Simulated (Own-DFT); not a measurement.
## Calculated data, SiGe (diamond-structure random alloy, atoms displaced)

A calculation, not a measurement: plane-wave density functional theory by an unreviewed code, no spin, of a simulated periodic cell, stress positive in tension, run twice, with PBE and with PBEsol, both on files made for PBE, so the change isn't that of files made for PBEsol, forces on such cells passed a denser k mesh, this cell's mesh not checked; the far tail of each file's local potential was reset to the Coulomb form; each entry is a single point on an unrelaxed cell, so the pressure reflects the starting lattice, mostly measured values (interpolated for alloys), from which strain is counted, and rises with the displacements; printed positions are rounded, which can move forces by about a meV/angstrom; the program, named Own-DFT, is a retired in-house code; no spin-orbit coupling; stress was not checked against mesh or cutoff. Program: Own-DFT development build.

```cif
# cell vector a (Å): 11.0890 0.0000 0.0000
# cell vector b (Å): 0.0000 11.0890 0.0000
# cell vector c (Å): 0.0000 0.0000 11.0890
data_SiGe
_symmetry_space_group_name_H-M 'P 1'
_symmetry_Int_Tables_number 1
_cell_length_a 11.0890
_cell_length_b 11.0890
_cell_length_c 11.0890
_cell_angle_alpha 90.000
_cell_angle_beta 90.000
_cell_angle_gamma 90.000
_cell_volume 1363.57
loop_
_atom_site_label
_atom_site_type_symbol
_atom_site_fract_x
_atom_site_fract_y
_atom_site_fract_z
_atom_site_occupancy
Ge1 Ge 0.00041 0.99813 0.00133 1
Ge2 Ge 0.00176 0.24681 0.24359 1
Si1 Si 0.25108 0.99981 0.25214 1
Si2 Si 0.24899 0.24727 0.99758 1
Ge3 Ge 0.12857 0.12493 0.12505 1
Ge4 Ge 0.12694 0.37479 0.37580 1
Ge5 Ge 0.37382 0.12581 0.37153 1
Ge6 Ge 0.37510 0.37594 0.12196 1
Ge7 Ge 0.99838 0.00059 0.50016 1
Ge8 Ge 0.99937 0.25051 0.74937 1
Si3 Si 0.25365 0.00252 0.74947 1
Ge9 Ge 0.25037 0.25139 0.49977 1
Ge10 Ge 0.12423 0.12953 0.62522 1
Si4 Si 0.12408 0.37396 0.87663 1
Ge11 Ge 0.37691 0.12470 0.87262 1
Si5 Si 0.37431 0.37392 0.62445 1
Si6 Si 0.99772 0.50185 0.99830 1
Si7 Si 0.00582 0.74886 0.24785 1
Ge12 Ge 0.25091 0.50240 0.25196 1
Si8 Si 0.24974 0.74784 0.00238 1
Ge13 Ge 0.12227 0.62782 0.12674 1
Si9 Si 0.12490 0.88159 0.37847 1
Si10 Si 0.37562 0.62468 0.37467 1
Si11 Si 0.37726 0.87599 0.12782 1
Si12 Si 0.99781 0.50070 0.49975 1
Si13 Si 0.00156 0.74727 0.75163 1
Ge14 Ge 0.25455 0.49808 0.74975 1
Si14 Si 0.24736 0.74682 0.49977 1
Ge15 Ge 0.12228 0.62793 0.62488 1
Si15 Si 0.12366 0.87320 0.87589 1
Si16 Si 0.37877 0.62399 0.87395 1
Si17 Si 0.37314 0.88112 0.62288 1
Ge16 Ge 0.49977 0.99837 0.99905 1
Si18 Si 0.49930 0.24816 0.24930 1
Si19 Si 0.75401 0.00292 0.25111 1
Si20 Si 0.74865 0.24908 0.99632 1
Ge17 Ge 0.62521 0.11952 0.13018 1
Ge18 Ge 0.62712 0.37847 0.37158 1
Ge19 Ge 0.88028 0.12770 0.37845 1
Ge20 Ge 0.87382 0.37536 0.12813 1
Si21 Si 0.49847 0.99710 0.49943 1
Ge21 Ge 0.50288 0.25081 0.75186 1
Ge22 Ge 0.75535 0.99994 0.75260 1
Ge23 Ge 0.74917 0.24785 0.50132 1
Ge24 Ge 0.62508 0.12637 0.62204 1
Ge25 Ge 0.62711 0.37287 0.87632 1
Ge26 Ge 0.87727 0.12893 0.87489 1
Ge27 Ge 0.87451 0.36855 0.62375 1
Si22 Si 0.50247 0.49662 0.99952 1
Si23 Si 0.49876 0.74759 0.25013 1
Ge28 Ge 0.75449 0.50263 0.24529 1
Ge29 Ge 0.75131 0.74715 0.00351 1
Ge30 Ge 0.62165 0.62424 0.12073 1
Si24 Si 0.62681 0.87585 0.37362 1
Ge31 Ge 0.87517 0.62502 0.37596 1
Si25 Si 0.87733 0.87791 0.12709 1
Si26 Si 0.49674 0.49845 0.49700 1
Si27 Si 0.49435 0.74663 0.74940 1
Si28 Si 0.75429 0.50053 0.74782 1
Si29 Si 0.75326 0.75186 0.50395 1
Ge32 Ge 0.62631 0.62514 0.62434 1
Si30 Si 0.62711 0.87519 0.87517 1
Si31 Si 0.87480 0.62216 0.87571 1
Si32 Si 0.87668 0.87576 0.62613 1
_calc_functional 'PBE, then PBEsol'
_calc_potential_files 'PseudoDojo norm-conserving, scalar-relativistic, standard set'
_calc_wave_cutoff 42  # hartree
_calc_occupations 'Fermi-Dirac'
_calc_smearing_width 0.1  # eV
_calc_k_mesh '3 x 3 x 3 centred on Gamma'
_calc_PBE_pressure 2.78  # GPa
_calc_PBE_stress_xx -2.8  # GPa
_calc_PBE_stress_yy -2.75  # GPa
_calc_PBE_stress_zz -2.79  # GPa
_calc_PBE_stress_yz -0.07  # GPa
_calc_PBE_stress_xz 0.5  # GPa
_calc_PBE_stress_xy 0.12  # GPa
_calc_PBEsol_pressure 0.49  # GPa
_calc_PBEsol_stress_xx -0.5  # GPa
_calc_PBEsol_stress_yy -0.46  # GPa
_calc_PBEsol_stress_zz -0.49  # GPa
_calc_PBEsol_stress_yz -0.06  # GPa
_calc_PBEsol_stress_xz 0.49  # GPa
_calc_PBEsol_stress_xy 0.11  # GPa
_calc_rms_change_of_force_components_from_PBE_to_PBEsol 0.05  # eV/angstrom
```

Force:
| force element | PBE force x (eV/Å) | PBE force y (eV/Å) | PBE force z (eV/Å) | PBEsol force x (eV/Å) | PBEsol force y (eV/Å) | PBEsol force z (eV/Å) |
| --- | --- | --- | --- | --- | --- | --- |
| Ge | 0.096 | -0.075 | -0.217 | 0.093 | 0.004 | -0.216 |
| Ge | 0.108 | 0.557 | 0.839 | 0.104 | 0.541 | 0.823 |
| Si | -0.092 | -0.496 | -0.235 | -0.09 | -0.398 | -0.23 |
| Si | 0.034 | 0.542 | -0.195 | 0.079 | 0.486 | -0.151 |
| Ge | 0.551 | -0.579 | -0.286 | 0.449 | -0.555 | -0.271 |
| Ge | -0.765 | 0.372 | -0.081 | -0.698 | 0.326 | -0.114 |
| Ge | 0.461 | -0.33 | 0.351 | 0.411 | -0.277 | 0.383 |
| Ge | 0.02 | -0.507 | 0.025 | -0.015 | -0.459 | 0.066 |
| Ge | 0.336 | -0.439 | 0.568 | 0.32 | -0.336 | 0.547 |
| Ge | 0.581 | 0.469 | 0.522 | 0.519 | 0.411 | 0.459 |
| Si | -0.832 | -0.618 | 0.008 | -0.82 | -0.52 | 0.022 |
| Ge | 0.39 | 0.021 | 0.213 | 0.331 | -0.016 | 0.163 |
| Ge | 0.497 | -0.877 | 0.232 | 0.441 | -0.806 | 0.188 |
| Si | 0.121 | 0.26 | 0.233 | 0.115 | 0.254 | 0.142 |
| Ge | -0.509 | 0.091 | 0.325 | -0.41 | 0.095 | 0.32 |
| Si | 0.638 | 0.152 | -0.204 | 0.58 | 0.105 | -0.156 |
| Si | 0.311 | -0.403 | 0.012 | 0.31 | -0.402 | 0.106 |
| Si | -0.814 | 1.361 | 0.937 | -0.789 | 1.249 | 0.915 |
| Ge | 0.117 | 0.017 | -0.169 | 0.072 | -0.029 | -0.2 |
| Si | 0.529 | 0.495 | -0.435 | 0.479 | 0.443 | -0.38 |
| Ge | 0.306 | -0.547 | -0.784 | 0.336 | -0.577 | -0.725 |
| Si | 0.417 | -1.17 | -0.652 | 0.356 | -1.102 | -0.589 |
| Si | 0.083 | 0.428 | 0.397 | 0.031 | 0.375 | 0.343 |
| Si | -0.612 | -0.526 | -0.017 | -0.557 | -0.469 | -0.067 |
| Si | 0.205 | -0.387 | 0.12 | 0.201 | -0.386 | 0.115 |
| Si | -0.625 | 0.627 | 0.317 | -0.574 | 0.572 | 0.265 |
| Ge | -0.466 | 0.038 | 0.275 | -0.488 | 0.063 | 0.235 |
| Si | 0.536 | 1.016 | -0.333 | 0.48 | 0.95 | -0.281 |
| Ge | 0.111 | -0.584 | -0.068 | 0.14 | -0.606 | -0.038 |
| Si | 0.755 | -0.113 | -0.367 | 0.703 | -0.057 | -0.317 |
| Si | -0.242 | 0.011 | 0.766 | -0.286 | -0.038 | 0.723 |
| Si | -0.092 | -1.098 | 0.157 | -0.094 | -1.084 | 0.153 |
| Ge | 0.204 | -0.47 | 0.154 | 0.201 | -0.383 | 0.148 |
| Si | 0.244 | 0.448 | -0.089 | 0.237 | 0.441 | -0.085 |
| Si | 0.115 | -0.77 | 0.431 | 0.111 | -0.668 | 0.424 |
| Si | 0.114 | -0.208 | 1.052 | 0.11 | -0.205 | 1.027 |
| Ge | 0.226 | 0.818 | -0.54 | 0.181 | 0.769 | -0.57 |
| Ge | -0.563 | -0.356 | 0.054 | -0.475 | -0.347 | 0.048 |
| Ge | -0.725 | -0.184 | -0.799 | -0.669 | -0.145 | -0.737 |
| Ge | 0.245 | -0.384 | -1.558 | 0.235 | -0.368 | -1.437 |
| Si | 0.292 | 0.102 | -0.385 | 0.292 | 0.188 | -0.386 |
| Ge | -0.445 | 0.271 | -0.758 | -0.395 | 0.224 | -0.695 |
| Ge | -0.626 | -0.263 | -0.356 | -0.599 | -0.178 | -0.338 |
| Ge | -0.152 | 0.412 | -0.758 | -0.131 | 0.4 | -0.725 |
| Ge | -0.386 | -1.061 | 0.35 | -0.333 | -0.978 | 0.373 |
| Ge | 0.432 | 0.862 | -0.163 | 0.38 | 0.797 | -0.202 |
| Ge | -0.184 | -0.238 | 0.577 | -0.14 | -0.266 | 0.512 |
| Ge | 0.091 | 1.394 | -0.004 | 0.086 | 1.271 | -0.004 |
| Si | -0.458 | 0.393 | -0.562 | -0.408 | 0.335 | -0.511 |
| Si | 0.118 | 0.507 | 0.304 | 0.165 | 0.456 | 0.254 |
| Ge | -0.782 | 0.328 | 0.477 | -0.753 | 0.304 | 0.468 |
| Ge | 0.349 | 0.854 | -0.62 | 0.296 | 0.792 | -0.565 |
| Ge | -0.316 | -0.097 | 0.555 | -0.219 | -0.093 | 0.538 |
| Si | 0.071 | -0.259 | 0.14 | 0.074 | -0.254 | 0.133 |
| Ge | 0.42 | 0.677 | 0.065 | 0.371 | 0.618 | 0.02 |
| Si | -0.153 | -0.608 | 0.543 | -0.146 | -0.596 | 0.449 |
| Si | 0.053 | 0.099 | 0.327 | 0.14 | 0.086 | 0.32 |
| Si | 0.561 | 1.09 | -0.032 | 0.598 | 1.044 | -0.081 |
| Si | -0.192 | -0.154 | 0.354 | -0.235 | -0.202 | 0.297 |
| Si | -0.322 | 0.474 | -0.472 | -0.324 | 0.378 | -0.467 |
| Ge | -0.364 | -0.145 | -0.02 | -0.352 | -0.146 | -0.02 |
| Si | -0.401 | -0.728 | -0.357 | -0.358 | -0.674 | -0.311 |
| Si | 0.195 | 0.172 | -0.407 | 0.14 | 0.22 | -0.354 |
| Si | 0.185 | -0.685 | 0.246 | 0.19 | -0.579 | 0.245 |
